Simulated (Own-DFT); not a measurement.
# Strain and stress in C40 NbSi2, 36 atoms (Nb12Si24)

These are calculations, not measurements. The program, named Own-DFT, is a retired in-house plane-wave density functional code that no person has reviewed. Each row is one single-point run on a periodic cell that was not relaxed, without spin or spin-orbit coupling.

Settings of every run: PBE; PseudoDojo norm-conserving scalar-relativistic files; cutoff 42 hartree; 4 x 4 x 5 k mesh centred on Gamma; cold (Marzari-Vanderbilt) smearing of 0.2 eV.

Known limits: forces on such cells failed a check on a denser k mesh; stress not checked against mesh or cutoff.

Unstrained cell vectors in Å: (0.000, 8.324, 0.000); (-9.613, 0.000, 0.000); (0.000, 0.000, 6.586). The unstrained cell was taken from the Materials Project. The random moves and any unrelaxed bonds add to the pressure at no strain. Each run strains this cell uniformly, with the atoms carried along. Every atom was also moved at random, by a Gaussian of width 0.05 Å on each axis. Strain is the symmetric tensor, in per cent. Stress is positive in tension, and the pressure is minus a third of its trace.

| run | e_xx (%) | e_yy (%) | e_zz (%) | e_yz (%) | e_xz (%) | e_xy (%) | s_xx (GPa) | s_yy (GPa) | s_zz (GPa) | s_yz (GPa) | s_xz (GPa) | s_xy (GPa) | P (GPa) | E (meV/atom) |
|---|---|---|---|---|---|---|---|---|---|---|---|---|---|---|
| 1 | 1.52 | -0.98 | 0.82 | -1.59 | -0.21 | 1.70 | 2.17 | -4.55 | 0.44 | -4.30 | -0.47 | 4.78 | 0.65 | 15.3 |
| 2 | 1.24 | -0.55 | -0.52 | -1.44 | 0.11 | 0.80 | 2.20 | -4.02 | -5.55 | -4.70 | 0.61 | 2.31 | 2.46 | 0.0 |
| 3 | -1.42 | 0.08 | 1.88 | 1.42 | -1.80 | -0.49 | -5.79 | -1.37 | 3.29 | 4.44 | -5.07 | -1.56 | 1.29 | 6.1 |
| 4 | 0.24 | -0.95 | 1.21 | -1.06 | -0.12 | 1.42 | -1.50 | -4.34 | 0.42 | -2.70 | -0.38 | 4.33 | 1.80 | 11.3 |
| 5 | 1.81 | -0.16 | 1.79 | 1.81 | 0.21 | -0.99 | 4.39 | -0.24 | 4.48 | 4.68 | 0.65 | -2.82 | -2.88 | 20.4 |
| 6 | -0.16 | -0.64 | 0.87 | -0.92 | -1.74 | -1.16 | -3.43 | -4.78 | -0.46 | -3.03 | -4.63 | -3.31 | 2.89 | 20.0 |
| 7 | -0.32 | 1.02 | 0.45 | 1.73 | -0.83 | -1.09 | -2.66 | 1.79 | -2.08 | 4.94 | -1.75 | -3.46 | 0.98 | 14.4 |
| 8 | -0.32 | -1.22 | -1.78 | -1.70 | 1.50 | 1.66 | -6.96 | -9.77 | -15.01 | -6.01 | 6.02 | 5.29 | 10.58 | 60.5 |
| 9 | -1.55 | 0.92 | -0.47 | 1.95 | -0.35 | 0.58 | -7.53 | -0.90 | -6.66 | 6.17 | -1.17 | 1.62 | 5.03 | 13.2 |
| 10 | 1.92 | -1.02 | -1.71 | 0.00 | -1.96 | -0.33 | 2.03 | -5.72 | -11.85 | -0.15 | -6.98 | -0.60 | 5.18 | 23.0 |
| 11 | 0.05 | 0.62 | 1.57 | 0.32 | 0.12 | 0.40 | -1.06 | 0.62 | 3.51 | 0.78 | 0.55 | 1.01 | -1.02 | 15.4 |
| 12 | -1.93 | 0.62 | -0.54 | -1.41 | -0.10 | 0.52 | -9.88 | -1.90 | -7.46 | -4.23 | -0.21 | 1.95 | 6.41 | 15.3 |
| 13 | 1.92 | -1.87 | -0.84 | 1.97 | 0.34 | -1.59 | 2.09 | -9.59 | -8.27 | 6.84 | 0.48 | -4.19 | 5.26 | 34.3 |
| 14 | -1.98 | 1.93 | -0.25 | -0.17 | 0.90 | 0.14 | -9.34 | 2.81 | -5.47 | -0.67 | 2.56 | 0.63 | 4.00 | 24.3 |
| 15 | 0.92 | 1.69 | 0.13 | 1.76 | -0.27 | 0.66 | 2.03 | 4.15 | -1.72 | 5.16 | -0.88 | 1.57 | -1.49 | 12.9 |
| 16 | -0.06 | 0.13 | -0.14 | -1.03 | -0.47 | 0.92 | ? | ? | ? | ? | ? | ? | ? | ? |

E is the free energy for each atom above the lowest run shown.

## Worked fit

Each stress component was fitted by least squares to a constant and the strains of the runs shown, as fractions, with shears doubled. Shear strains stay in the fit of a normal stress only where such slopes are resolved. The slopes, in GPa:

```
stress,at no strain,per e_xx,per e_yy,per e_zz,scatter
s_xx,-2.8,363 ± 15,77 ± 18,78 ± 14,0.62
s_yy,-2.7,75 ± 12,376 ± 16,92 ± 12,0.52
s_zz,-4.4,76 ± 13,83 ± 17,468 ± 13,0.57
```

Each shear stress against twice its own strain: yz 159 ± 8, xz 160 ± 10, xy 140 ± 3 GPa. These are stiffnesses along x, y and z of the frame in which the cell vectors are given, which need not be the crystal's axes. The atoms are held to the strained lattice; where symmetry lets them move under strain, relaxing them would lower some slopes. The table should be nearly symmetric about its diagonal, and what it lacks of that shows the noise. A ninth of its sum, 187 ± 8 GPa, estimates the bulk modulus near the mean pressure of these runs, 2.7 GPa, so it lies above the value at zero pressure.

## Withheld run

Question: what normal stresses and pressure should run 16 give?

The fit gives s_xx = -3.0, s_yy = -2.3, s_zz = -5.0 and P = 3.4 GPa. The calculation gave -2.63, -1.86, -4.17 and P = 2.89 GPa.
